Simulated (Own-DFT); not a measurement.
## Calculated data, Si4SnGe11 (diamond-structure random alloy, atoms displaced)

Computed with Own-DFT development build. A calculation, not a measurement: plane-wave density functional theory by an unreviewed code, no spin, of a simulated periodic cell, stress positive in tension, run twice, with PBE and with PBEsol, both on files made for PBE, so the change isn't that of files made for PBEsol, forces on such cells moved up to 12 meV/angstrom on a denser k mesh; the far tail of each file's local potential was reset to the Coulomb form; each entry is a single point on an unrelaxed cell, so the pressure reflects the starting lattice, mostly measured values (interpolated for alloys), from which strain is counted, and rises with the displacements; printed positions are rounded, which can move forces by about a meV/angstrom; the program, named Own-DFT, is a retired in-house code; no spin-orbit coupling; stress was not checked against mesh or cutoff.

Common to all runs: functional PBE, then PBEsol; potential files PseudoDojo norm-conserving, scalar-relativistic, standard set; wave cutoff 49 hartree; occupations Fermi-Dirac; smearing width 0.1 eV; k mesh 3 x 3 x 3 centred on Gamma.

(1) 
```cif
# cell vector a (Å): 11.3064 0.0000 0.0000
# cell vector b (Å): 0.0000 11.3064 0.0000
# cell vector c (Å): 0.0000 0.0000 11.3064
data_Si4SnGe11
_symmetry_space_group_name_H-M 'P 1'
_symmetry_Int_Tables_number 1
_cell_length_a 11.3064
_cell_length_b 11.3064
_cell_length_c 11.3064
_cell_angle_alpha 90.000
_cell_angle_beta 90.000
_cell_angle_gamma 90.000
_cell_volume 1445.35
loop_
_atom_site_label
_atom_site_type_symbol
_atom_site_fract_x
_atom_site_fract_y
_atom_site_fract_z
_atom_site_occupancy
Sn1 Sn 0.00050 0.99759 0.99968 1
Ge1 Ge 0.99816 0.25167 0.24840 1
Ge2 Ge 0.24468 0.99869 0.24848 1
Ge3 Ge 0.24654 0.24877 0.99737 1
Ge4 Ge 0.12791 0.12651 0.12335 1
Si1 Si 0.12396 0.37838 0.37606 1
Ge5 Ge 0.37335 0.12343 0.37528 1
Ge6 Ge 0.37694 0.37699 0.12196 1
Ge7 Ge 0.00026 0.00455 0.49999 1
Si2 Si 0.99648 0.24596 0.75011 1
Ge8 Ge 0.24826 0.99613 0.75119 1
Ge9 Ge 0.25306 0.25278 0.50011 1
Ge10 Ge 0.12110 0.12325 0.62396 1
Ge11 Ge 0.12672 0.37544 0.87520 1
Si3 Si 0.37455 0.12267 0.87449 1
Si4 Si 0.37043 0.37978 0.62627 1
Sn2 Sn 0.99573 0.50304 0.00313 1
Si5 Si 0.99577 0.74750 0.25250 1
Ge12 Ge 0.24767 0.49668 0.24789 1
Ge13 Ge 0.24348 0.75036 0.99845 1
Ge14 Ge 0.12415 0.63187 0.13053 1
Ge15 Ge 0.12672 0.87472 0.37503 1
Ge16 Ge 0.37671 0.62476 0.37614 1
Ge17 Ge 0.37289 0.87947 0.12729 1
Ge18 Ge 0.99617 0.49906 0.50234 1
Sn3 Sn 0.00041 0.75103 0.75017 1
Ge19 Ge 0.24825 0.49693 0.74590 1
Ge20 Ge 0.25317 0.74980 0.50143 1
Ge21 Ge 0.12625 0.62139 0.62552 1
Ge22 Ge 0.12592 0.87949 0.87319 1
Ge23 Ge 0.37285 0.62253 0.87561 1
Ge24 Ge 0.37442 0.87644 0.62661 1
Ge25 Ge 0.50126 0.00179 0.99883 1
Si6 Si 0.49909 0.24874 0.24751 1
Si7 Si 0.75050 0.00241 0.24502 1
Ge26 Ge 0.75279 0.24840 0.00061 1
Ge27 Ge 0.62113 0.12198 0.12393 1
Ge28 Ge 0.62507 0.37103 0.37353 1
Si8 Si 0.87508 0.12260 0.37839 1
Ge29 Ge 0.88030 0.37676 0.12802 1
Si9 Si 0.50168 0.99837 0.50465 1
Ge30 Ge 0.50394 0.24668 0.75543 1
Ge31 Ge 0.75395 0.00007 0.75460 1
Ge32 Ge 0.75141 0.25161 0.49102 1
Ge33 Ge 0.62639 0.13029 0.62109 1
Si10 Si 0.62132 0.37435 0.87375 1
Ge34 Ge 0.87513 0.12313 0.87313 1
Ge35 Ge 0.87530 0.37938 0.62777 1
Si11 Si 0.50421 0.49853 0.99739 1
Ge36 Ge 0.49875 0.75433 0.25017 1
Si12 Si 0.74801 0.50096 0.25063 1
Si13 Si 0.75090 0.75136 0.99552 1
Si14 Si 0.61999 0.62630 0.12466 1
Ge37 Ge 0.62388 0.87228 0.37385 1
Si15 Si 0.87671 0.62536 0.37440 1
Sn4 Sn 0.87481 0.87167 0.12542 1
Si16 Si 0.49672 0.49820 0.49780 1
Ge38 Ge 0.49918 0.75629 0.75157 1
Ge39 Ge 0.75037 0.50370 0.75013 1
Ge40 Ge 0.74805 0.75006 0.50019 1
Ge41 Ge 0.62299 0.62598 0.62175 1
Ge42 Ge 0.62258 0.87458 0.87231 1
Ge43 Ge 0.87384 0.62527 0.87646 1
Ge44 Ge 0.87281 0.87600 0.62664 1
_calc_PBE_pressure 3.95  # GPa
_calc_PBE_stress_xx -3.91  # GPa
_calc_PBE_stress_yy -3.96  # GPa
_calc_PBE_stress_zz -3.99  # GPa
_calc_PBE_stress_yz 0.25  # GPa
_calc_PBE_stress_xz 0.13  # GPa
_calc_PBE_stress_xy 0.06  # GPa
_calc_PBEsol_pressure 1.28  # GPa
_calc_PBEsol_stress_xx -1.24  # GPa
_calc_PBEsol_stress_yy -1.29  # GPa
_calc_PBEsol_stress_zz -1.31  # GPa
_calc_PBEsol_stress_yz 0.24  # GPa
_calc_PBEsol_stress_xz 0.13  # GPa
_calc_PBEsol_stress_xy 0.06  # GPa
_calc_rms_change_of_force_components_from_PBE_to_PBEsol 0.045  # eV/angstrom
```

Force:
```tsv
force element	PBE force x (eV/Å)	PBE force y (eV/Å)	PBE force z (eV/Å)	PBEsol force x (eV/Å)	PBEsol force y (eV/Å)	PBEsol force z (eV/Å)
Sn	1.189	1.813	-0.803	1.167	1.767	-0.795
Ge	0.543	-0.489	1.156	0.526	-0.463	1.05
Ge	0.454	0.449	0.301	0.445	0.435	0.289
Ge	1.132	-0.027	-0.114	1.058	0.005	-0.075
Ge	0.136	0.822	0.944	0.131	0.795	0.91
Si	-0.169	-0.479	0.013	-0.167	-0.468	0.013
Ge	0.679	-0.156	-0.018	0.596	-0.149	-0.017
Ge	0.266	-0.38	-0.138	0.188	-0.368	-0.128
Ge	-0.437	-0.769	-0.306	-0.378	-0.774	-0.25
Si	0.38	0.568	-0.087	0.371	0.553	-0.085
Ge	0.552	1.025	-0.242	0.498	0.947	-0.261
Ge	-0.524	0.291	0.062	-0.511	0.215	0.049
Ge	0.501	0.795	0.531	0.505	0.726	0.48
Ge	-0.272	-0.964	-1.085	-0.233	-0.908	-1.02
Si	-0.144	0.105	0.03	-0.139	0.099	0.032
Si	1.21	-0.647	-0.257	1.14	-0.667	-0.213
Sn	1.356	0.127	-0.236	1.318	0.12	-0.231
Si	1.108	-0.694	1.426	1.14	-0.638	1.351
Ge	0.122	0.372	0.482	0.15	0.399	0.43
Ge	0.838	0.251	0.25	0.804	0.246	0.241
Ge	0.389	0.303	0.669	0.411	0.26	0.605
Ge	-0.806	-0.451	0.05	-0.748	-0.401	0.071
Ge	-0.054	-0.323	-0.3	-0.086	-0.267	-0.322
Ge	0.002	-0.434	-0.695	0.001	-0.417	-0.664
Ge	0.537	0.304	-0.852	0.521	0.292	-0.751
Sn	0.153	-0.271	-0.158	0.148	-0.264	-0.15
Ge	0.347	0.114	0.403	0.291	0.155	0.428
Ge	-0.213	-0.163	-0.021	-0.202	-0.159	-0.02
Ge	0.501	-0.329	-1.083	0.486	-0.325	-1.043
Ge	1.577	-0.713	0.022	1.532	-0.693	0.021
Ge	0.329	-0.021	0.104	0.281	0.015	0.067
Ge	0.258	0.251	-0.351	0.216	0.203	-0.298
Ge	-0.696	-0.262	-0.289	-0.639	-0.282	-0.244
Si	-0.184	-0.044	0.134	-0.185	-0.045	0.131
Si	-0.881	0.766	1.793	-0.903	0.72	1.719
Ge	-0.564	0.557	-0.097	-0.515	0.504	-0.073
Ge	0.551	0.659	0.467	0.531	0.63	0.381
Ge	-0.676	0.805	-0.57	-0.613	0.741	-0.515
Si	-0.201	0.065	-1.185	-0.161	0.099	-1.122
Ge	-2.346	-0.986	1.135	-2.234	-0.996	1.072
Si	-0.129	0.223	-0.532	-0.128	0.214	-0.522
Ge	-1.043	0.559	-0.582	-0.978	0.509	-0.605
Ge	-0.963	0.173	-0.884	-0.923	0.165	-0.854
Ge	0.538	-0.142	0.883	0.472	-0.1	0.891
Ge	0.197	-0.735	0.198	0.221	-0.679	0.228
Si	0.807	0.278	0.459	0.833	0.223	0.402
Ge	-0.437	1.373	-0.541	-0.463	1.287	-0.491
Ge	-0.162	-1.092	0.075	-0.18	-1.01	0.038
Si	-0.087	0.274	0.182	-0.17	0.271	0.181
Ge	-0.09	-0.7	-0.369	-0.12	-0.641	-0.315
Si	0.044	0.432	-0.121	0.045	0.347	-0.116
Si	-1.743	-1.342	-0.279	-1.673	-1.287	-0.316
Si	0.8	-0.104	-0.408	0.75	-0.054	-0.362
Ge	0.359	1.186	0.126	0.341	1.082	0.122
Si	-0.528	-0.219	-0.069	-0.521	-0.225	0.017
Sn	-1.611	-1.353	1.424	-1.52	-1.272	1.334
Si	0.132	-0.291	0.47	0.165	-0.245	0.418
Ge	-0.31	-1.081	-0.329	-0.303	-1.036	-0.322
Ge	-0.829	-0.393	0.247	-0.762	-0.349	0.205
Ge	0.561	-0.174	-0.437	0.505	-0.137	-0.389
Ge	-0.479	-0.328	0.136	-0.419	-0.275	0.163
Ge	0.739	0.155	0.717	0.685	0.183	0.66
Ge	-2.04	0.547	-0.179	-1.944	0.498	-0.21
Ge	-0.669	0.916	-1.27	-0.651	0.892	-1.221
```

(2) 
```cif
# cell vector a (Å): 11.3064 0.0000 0.0000
# cell vector b (Å): 0.0000 11.3064 0.0000
# cell vector c (Å): 0.0000 0.0000 11.3064
data_Si4SnGe11
_symmetry_space_group_name_H-M 'P 1'
_symmetry_Int_Tables_number 1
_cell_length_a 11.3064
_cell_length_b 11.3064
_cell_length_c 11.3064
_cell_angle_alpha 90.000
_cell_angle_beta 90.000
_cell_angle_gamma 90.000
_cell_volume 1445.35
loop_
_atom_site_label
_atom_site_type_symbol
_atom_site_fract_x
_atom_site_fract_y
_atom_site_fract_z
_atom_site_occupancy
Si1 Si 0.00012 0.00365 0.99785 1
Ge1 Ge 0.99782 0.24881 0.25108 1
Ge2 Ge 0.24652 0.99359 0.25450 1
Ge3 Ge 0.25188 0.24582 0.99835 1
Ge4 Ge 0.11979 0.12415 0.12277 1
Ge5 Ge 0.12825 0.37546 0.37437 1
Ge6 Ge 0.37363 0.12398 0.37736 1
Ge7 Ge 0.37885 0.36865 0.12263 1
Si2 Si 0.00043 0.00629 0.49835 1
Si3 Si 0.00379 0.25092 0.74769 1
Ge8 Ge 0.24767 0.00008 0.75165 1
Ge9 Ge 0.24869 0.25030 0.50100 1
Sn1 Sn 0.12729 0.12590 0.62792 1
Sn2 Sn 0.12443 0.37484 0.87142 1
Ge10 Ge 0.37156 0.12551 0.87288 1
Si4 Si 0.37778 0.37713 0.62285 1
Ge11 Ge 0.99827 0.49912 0.00280 1
Si5 Si 0.99973 0.75182 0.24960 1
Ge12 Ge 0.24582 0.49429 0.25341 1
Si6 Si 0.24638 0.74930 0.00281 1
Ge13 Ge 0.12931 0.62649 0.12613 1
Si7 Si 0.12858 0.87624 0.37227 1
Ge14 Ge 0.37149 0.62752 0.37092 1
Ge15 Ge 0.37718 0.87404 0.12766 1
Ge16 Ge 0.00138 0.49613 0.49897 1
Si8 Si 0.00154 0.74887 0.74548 1
Ge17 Ge 0.25396 0.49927 0.74917 1
Ge18 Ge 0.24960 0.74889 0.50208 1
Sn3 Sn 0.12075 0.62366 0.62423 1
Ge19 Ge 0.12649 0.87133 0.87554 1
Ge20 Ge 0.37649 0.62205 0.87059 1
Ge21 Ge 0.37274 0.87490 0.62628 1
Ge22 Ge 0.50171 0.99999 0.99928 1
Ge23 Ge 0.50065 0.24540 0.24819 1
Si9 Si 0.75099 0.00289 0.24814 1
Ge24 Ge 0.74168 0.25287 0.99982 1
Ge25 Ge 0.62297 0.12210 0.12328 1
Si10 Si 0.62350 0.36953 0.37086 1
Ge26 Ge 0.87474 0.12674 0.37695 1
Si11 Si 0.87450 0.37115 0.12400 1
Ge27 Ge 0.50049 0.99657 0.49768 1
Ge28 Ge 0.50287 0.24979 0.75484 1
Ge29 Ge 0.74926 0.00224 0.74798 1
Ge30 Ge 0.75073 0.24924 0.50103 1
Si12 Si 0.62397 0.12614 0.62302 1
Ge31 Ge 0.62301 0.37290 0.87420 1
Ge32 Ge 0.87658 0.13308 0.87743 1
Ge33 Ge 0.87274 0.37603 0.62361 1
Ge34 Ge 0.50087 0.50339 0.99751 1
Ge35 Ge 0.49482 0.75234 0.24746 1
Si13 Si 0.74984 0.50181 0.24933 1
Ge36 Ge 0.75122 0.75320 0.00037 1
Si14 Si 0.62518 0.63017 0.12935 1
Ge37 Ge 0.62259 0.87304 0.37827 1
Ge38 Ge 0.87831 0.62366 0.37397 1
Ge39 Ge 0.87933 0.87239 0.12577 1
Si15 Si 0.50156 0.49913 0.50053 1
Ge40 Ge 0.49850 0.74767 0.74696 1
Si16 Si 0.74854 0.49652 0.75263 1
Ge41 Ge 0.74993 0.75162 0.49306 1
Ge42 Ge 0.62442 0.62344 0.61916 1
Sn4 Sn 0.62258 0.87568 0.87541 1
Ge43 Ge 0.87668 0.62298 0.87171 1
Ge44 Ge 0.87613 0.87830 0.62368 1
_calc_PBE_pressure 3.95  # GPa
_calc_PBE_stress_xx -3.92  # GPa
_calc_PBE_stress_yy -3.96  # GPa
_calc_PBE_stress_zz -3.96  # GPa
_calc_PBE_stress_yz 0.07  # GPa
_calc_PBE_stress_xz 0.05  # GPa
_calc_PBE_stress_xy -0.07  # GPa
_calc_PBEsol_pressure 1.28  # GPa
_calc_PBEsol_stress_xx -1.26  # GPa
_calc_PBEsol_stress_yy -1.3  # GPa
_calc_PBEsol_stress_zz -1.29  # GPa
_calc_PBEsol_stress_yz 0.06  # GPa
_calc_PBEsol_stress_xz 0.05  # GPa
_calc_PBEsol_stress_xy -0.06  # GPa
_calc_rms_change_of_force_components_from_PBE_to_PBEsol 0.044  # eV/angstrom
```

Force:
```tsv
force element	PBE force x (eV/Å)	PBE force y (eV/Å)	PBE force z (eV/Å)	PBEsol force x (eV/Å)	PBEsol force y (eV/Å)	PBEsol force z (eV/Å)
Si	-0.198	-0.578	-0.091	-0.194	-0.561	-0.087
Ge	0.043	0.447	-0.293	0.076	0.397	-0.253
Ge	0.279	0.881	-0.72	0.322	0.892	-0.735
Ge	0.168	-0.397	0.975	0.168	-0.386	0.941
Ge	0.548	-0.378	0.25	0.564	-0.329	0.277
Ge	-0.828	-0.731	0.253	-0.802	-0.703	0.247
Ge	-0.046	-0.111	-0.323	-0.046	-0.116	-0.32
Ge	-0.333	0.657	0.097	-0.324	0.624	0.091
Si	-0.343	-1.71	-1.088	-0.373	-1.643	-1.036
Si	-2.644	0.198	0.022	-2.598	0.198	0.024
Ge	1.269	-1.428	0.987	1.241	-1.383	0.958
Ge	1.663	1.358	-0.689	1.584	1.287	-0.701
Sn	-0.863	-0.245	-0.502	-0.746	-0.243	-0.491
Sn	0.117	0.024	0.641	0.164	0.075	0.668
Ge	0.625	-0.428	0.282	0.604	-0.413	0.28
Si	0.279	-0.116	0.018	0.224	-0.15	0.065
Ge	-0.675	0.639	0.854	-0.617	0.651	0.786
Si	0.79	-0.069	0.418	0.736	-0.108	0.374
Ge	1.057	0.53	-0.985	1.015	0.522	-0.946
Si	0.997	-0.051	-0.411	0.979	-0.05	-0.401
Ge	-0.771	0.013	0.265	-0.757	-0.06	0.265
Si	-1.368	-0.577	0.927	-1.266	-0.561	0.911
Ge	0.45	-0.75	0.678	0.404	-0.693	0.632
Ge	-0.953	0.366	-0.933	-0.886	0.379	-0.861
Ge	-1.183	-0.86	-1.035	-1.147	-0.832	-1.002
Si	-1.422	1.386	1.472	-1.399	1.362	1.446
Ge	1.532	-0.184	-0.659	1.455	-0.146	-0.601
Ge	0.493	1.3	-1.398	0.512	1.232	-1.33
Sn	0.665	-0.163	0.232	0.702	-0.213	0.174
Ge	-0.683	0.078	0.27	-0.632	0.118	0.223
Ge	-0.562	0.783	0.738	-0.514	0.724	0.678
Ge	0.155	0.092	-0.114	0.151	0.081	-0.111
Ge	-1.81	1.076	0.951	-1.751	1.046	0.929
Ge	0.044	0.14	0.463	0.009	0.102	0.407
Si	-0.008	-0.546	0.278	-0.01	-0.532	0.27
Ge	0.989	-0.104	0.504	0.922	-0.133	0.448
Ge	0.526	-0.105	0.409	0.465	-0.065	0.354
Si	0.274	0.962	0.373	0.268	0.867	0.363
Ge	-0.221	-0.631	-0.26	-0.213	-0.538	-0.251
Si	-0.607	0.669	0.381	-0.555	0.619	0.336
Ge	-0.087	0.681	0.877	-0.116	0.623	0.819
Ge	-0.609	-0.21	-1.427	-0.592	-0.198	-1.311
Ge	0.795	1.267	-0.719	0.795	1.192	-0.673
Ge	-0.848	0.175	-0.174	-0.751	0.173	-0.174
Si	-0.002	-0.196	0.102	0.005	-0.196	0.105
Ge	0.289	0.964	-0.004	0.242	0.886	0.034
Ge	0.045	-0.407	-0.426	-0.021	-0.395	-0.413
Ge	0.17	-0.191	0.711	0.176	-0.192	0.619
Ge	0.373	0.042	0.768	0.328	0.004	0.701
Ge	0.952	-0.608	0.39	0.876	-0.549	0.407
Si	-0.225	-0.586	-0.219	-0.181	-0.543	-0.175
Ge	0.742	-1.56	0.987	0.745	-1.479	0.932
Si	0.307	-0.538	-0.299	0.262	-0.48	-0.332
Ge	0.376	0.534	-1.37	0.332	0.489	-1.292
Ge	-0.176	0.003	-0.571	-0.171	0.005	-0.489
Ge	-0.086	0.931	0.022	-0.122	0.875	-0.02
Si	-0.283	-0.498	-0.829	-0.269	-0.41	-0.815
Ge	-0.532	-0.704	-0.825	-0.523	-0.683	-0.799
Si	-0.023	0.394	-0.505	-0.022	0.386	-0.494
Ge	0.497	-0.358	0.804	0.472	-0.345	0.784
Ge	0.425	-0.335	0.462	0.413	-0.255	0.455
Sn	0.395	-0.366	-0.706	0.388	-0.351	-0.683
Ge	-0.267	0.257	-0.02	-0.252	0.247	0.046
Ge	0.328	-0.131	-0.265	0.253	-0.122	-0.254
```

(3) 
```cif
# cell vector a (Å): 11.3064 0.0000 0.0000
# cell vector b (Å): 0.0000 11.3064 0.0000
# cell vector c (Å): 0.0000 0.0000 11.3064
data_Si4SnGe11
_symmetry_space_group_name_H-M 'P 1'
_symmetry_Int_Tables_number 1
_cell_length_a 11.3064
_cell_length_b 11.3064
_cell_length_c 11.3064
_cell_angle_alpha 90.000
_cell_angle_beta 90.000
_cell_angle_gamma 90.000
_cell_volume 1445.35
loop_
_atom_site_label
_atom_site_type_symbol
_atom_site_fract_x
_atom_site_fract_y
_atom_site_fract_z
_atom_site_occupancy
Ge1 Ge 0.99998 0.99850 0.99856 1
Sn1 Sn 0.00158 0.25201 0.24659 1
Si1 Si 0.24802 0.00021 0.24868 1
Ge2 Ge 0.25050 0.24701 0.99840 1
Ge3 Ge 0.12158 0.12487 0.12559 1
Ge4 Ge 0.12737 0.37622 0.37795 1
Ge5 Ge 0.37381 0.13010 0.37767 1
Ge6 Ge 0.37051 0.37863 0.12057 1
Ge7 Ge 0.99903 0.00005 0.49895 1
Sn2 Sn 0.00070 0.25224 0.75009 1
Ge8 Ge 0.24985 0.00111 0.75314 1
Ge9 Ge 0.25010 0.25140 0.49596 1
Ge10 Ge 0.12923 0.12912 0.62464 1
Sn3 Sn 0.12208 0.37828 0.87350 1
Ge11 Ge 0.37611 0.12141 0.87478 1
Ge12 Ge 0.37102 0.37543 0.62387 1
Ge13 Ge 0.00409 0.50337 0.00040 1
Ge14 Ge 0.00145 0.75074 0.24973 1
Ge15 Ge 0.24791 0.50123 0.25248 1
Ge16 Ge 0.24887 0.75080 0.99979 1
Ge17 Ge 0.12940 0.62711 0.12915 1
Ge18 Ge 0.12732 0.87409 0.37670 1
Ge19 Ge 0.37075 0.62852 0.37534 1
Si2 Si 0.37640 0.87636 0.12580 1
Si3 Si 0.00212 0.50195 0.50251 1
Si4 Si 0.00226 0.75192 0.74874 1
Si5 Si 0.24925 0.49853 0.74843 1
Ge20 Ge 0.24991 0.74878 0.50078 1
Ge21 Ge 0.12228 0.62627 0.62644 1
Ge22 Ge 0.12364 0.87037 0.87605 1
Ge23 Ge 0.37513 0.62395 0.87030 1
Si6 Si 0.37222 0.87892 0.62494 1
Ge24 Ge 0.50287 0.99674 0.99940 1
Si7 Si 0.50043 0.24634 0.24918 1
Ge25 Ge 0.75133 0.99946 0.25597 1
Ge26 Ge 0.74900 0.24840 0.00342 1
Ge27 Ge 0.62595 0.12999 0.12550 1
Si8 Si 0.62437 0.37524 0.37716 1
Si9 Si 0.87236 0.12614 0.37438 1
Ge28 Ge 0.87560 0.37519 0.12201 1
Ge29 Ge 0.49794 0.00349 0.49982 1
Si10 Si 0.50047 0.25056 0.75248 1
Ge30 Ge 0.75388 0.00022 0.74740 1
Ge31 Ge 0.74965 0.24720 0.50590 1
Sn4 Sn 0.62631 0.12551 0.61931 1
Ge32 Ge 0.62320 0.37507 0.87896 1
Ge33 Ge 0.87311 0.12404 0.87092 1
Ge34 Ge 0.87624 0.37774 0.62992 1
Si11 Si 0.49948 0.49600 0.99797 1
Ge35 Ge 0.49444 0.75151 0.24894 1
Ge36 Ge 0.74882 0.50210 0.24832 1
Ge37 Ge 0.75092 0.74992 0.00068 1
Ge38 Ge 0.62170 0.62997 0.12649 1
Ge39 Ge 0.62130 0.87624 0.38229 1
Si12 Si 0.87682 0.62489 0.37549 1
Ge40 Ge 0.87619 0.87198 0.12232 1
Si13 Si 0.50074 0.50524 0.49761 1
Si14 Si 0.49966 0.74948 0.75071 1
Si15 Si 0.75245 0.50208 0.74954 1
Ge41 Ge 0.74878 0.75151 0.49968 1
Ge42 Ge 0.62332 0.62430 0.62136 1
Si16 Si 0.62376 0.87636 0.87010 1
Ge43 Ge 0.87435 0.62451 0.87148 1
Ge44 Ge 0.87825 0.87805 0.62828 1
_calc_PBE_pressure 4.02  # GPa
_calc_PBE_stress_xx -4.06  # GPa
_calc_PBE_stress_yy -4.04  # GPa
_calc_PBE_stress_zz -3.97  # GPa
_calc_PBE_stress_yz -0.35  # GPa
_calc_PBE_stress_xz 0.17  # GPa
_calc_PBE_stress_xy -0.13  # GPa
_calc_PBEsol_pressure 1.35  # GPa
_calc_PBEsol_stress_xx -1.38  # GPa
_calc_PBEsol_stress_yy -1.37  # GPa
_calc_PBEsol_stress_zz -1.3  # GPa
_calc_PBEsol_stress_yz -0.34  # GPa
_calc_PBEsol_stress_xz 0.17  # GPa
_calc_PBEsol_stress_xy -0.14  # GPa
_calc_rms_change_of_force_components_from_PBE_to_PBEsol 0.045  # eV/angstrom
```

Force:
```tsv
force element	PBE force x (eV/Å)	PBE force y (eV/Å)	PBE force z (eV/Å)	PBEsol force x (eV/Å)	PBEsol force y (eV/Å)	PBEsol force z (eV/Å)
Ge	-0.192	0.121	-0.101	-0.188	0.115	-0.095
Sn	-0.677	-0.042	1.296	-0.616	-0.005	1.208
Si	0.488	-0.053	0.02	0.435	-0.017	0.061
Ge	0.511	-0.634	0.67	0.493	-0.612	0.653
Ge	1.766	-1.577	-1.152	1.679	-1.492	-1.155
Ge	-0.025	1.121	0.737	0.021	1.054	0.679
Ge	0.085	-0.725	-1.296	0.076	-0.701	-1.185
Ge	0.805	-0.572	0.622	0.714	-0.564	0.606
Ge	0.135	0.591	-0.165	0.16	0.534	-0.125
Sn	-1.376	-2.039	-1.442	-1.348	-1.984	-1.408
Ge	-0.061	-0.501	-0.519	-0.084	-0.446	-0.469
Ge	0.064	0.136	0.634	0.067	0.131	0.617
Ge	0.452	-1.356	-1.019	0.437	-1.313	-0.985
Sn	2.471	1.259	1.655	2.358	1.185	1.66
Ge	0.503	0.53	0.045	0.446	0.484	0.074
Ge	0.916	0.349	0.179	0.851	0.304	0.138
Ge	-1.372	1.257	1.207	-1.336	1.207	1.169
Ge	-0.263	-0.253	0.445	-0.216	-0.213	0.397
Ge	0.404	-0.157	-0.041	0.386	-0.145	-0.045
Ge	0.867	-0.017	0.302	0.802	-0.048	0.262
Ge	-0.492	0.018	-0.29	-0.483	0.016	-0.282
Ge	-0.02	0.381	-0.433	-0.056	0.332	-0.389
Ge	0.668	-0.565	0.081	0.609	-0.512	0.045
Si	-0.615	0.343	-0.067	-0.561	0.298	-0.102
Si	-0.57	0.075	-0.352	-0.516	0.035	-0.303
Si	-0.418	-0.238	0.155	-0.409	-0.231	0.151
Si	0.855	1.226	-0.968	0.84	1.204	-0.953
Ge	0.075	0.562	0.64	0.035	0.514	0.572
Ge	0.23	-0.284	0.197	0.26	-0.248	0.16
Ge	-0.127	0.332	-0.385	-0.091	0.36	-0.331
Ge	0.156	-0.26	0.232	0.118	-0.228	0.256
Si	0.459	-0.564	0.32	0.417	-0.515	0.279
Ge	0.03	-0.05	0.146	0.025	0.019	0.136
Si	-0.142	1.22	0.278	-0.17	1.156	0.241
Ge	-0.167	0.001	-0.423	-0.197	-0.032	-0.44
Ge	0.325	0.25	-0.707	0.315	0.243	-0.681
Ge	-0.293	-0.927	0.555	-0.246	-0.926	0.494
Si	-0.265	-0.123	-0.232	-0.189	-0.127	-0.231
Si	-0.3	-0.51	0.974	-0.299	-0.503	0.96
Ge	-1.013	1.417	-0.855	-0.981	1.375	-0.833
Ge	-1.676	-1.4	-0.578	-1.586	-1.326	-0.597
Si	-0.854	0.671	0.398	-0.842	0.655	0.395
Ge	-0.228	-1.042	1.13	-0.175	-0.98	1.062
Ge	1.871	2.38	-2.521	1.813	2.301	-2.385
Sn	-1.063	-0.243	2.014	-0.985	-0.273	1.913
Ge	0.299	0.122	-0.702	0.327	0.081	-0.65
Ge	-0.686	-0.761	1.484	-0.664	-0.744	1.433
Ge	-1.196	1.377	-1.693	-1.153	1.263	-1.635
Si	-0.124	0.913	0.266	-0.126	0.892	0.261
Ge	0.189	0.439	0.284	0.218	0.383	0.311
Ge	0.013	-0.184	0.626	0.012	-0.177	0.543
Ge	-0.651	0.233	-0.782	-0.596	0.202	-0.719
Ge	-0.217	-0.752	-0.533	-0.177	-0.702	-0.483
Ge	-0.042	-0.154	-0.934	-0.038	-0.143	-0.901
Si	0.093	-0.145	0.114	0.055	-0.104	0.066
Ge	-0.117	0.476	0.521	-0.105	0.456	0.502
Si	-0.273	-0.853	-0.204	-0.303	-0.792	-0.165
Si	-0.041	0.648	-0.514	-0.048	0.559	-0.507
Si	-0.783	-0.201	0.018	-0.759	-0.2	0.018
Ge	0.725	-0.321	0.11	0.658	-0.276	0.135
Ge	0.073	0.012	0.763	0.105	0.051	0.713
Si	0.301	-0.518	0.112	0.336	-0.46	0.148
Ge	0.351	0.337	-0.022	0.35	0.329	0.049
Ge	0.163	-0.772	-0.296	0.123	-0.698	-0.317
```
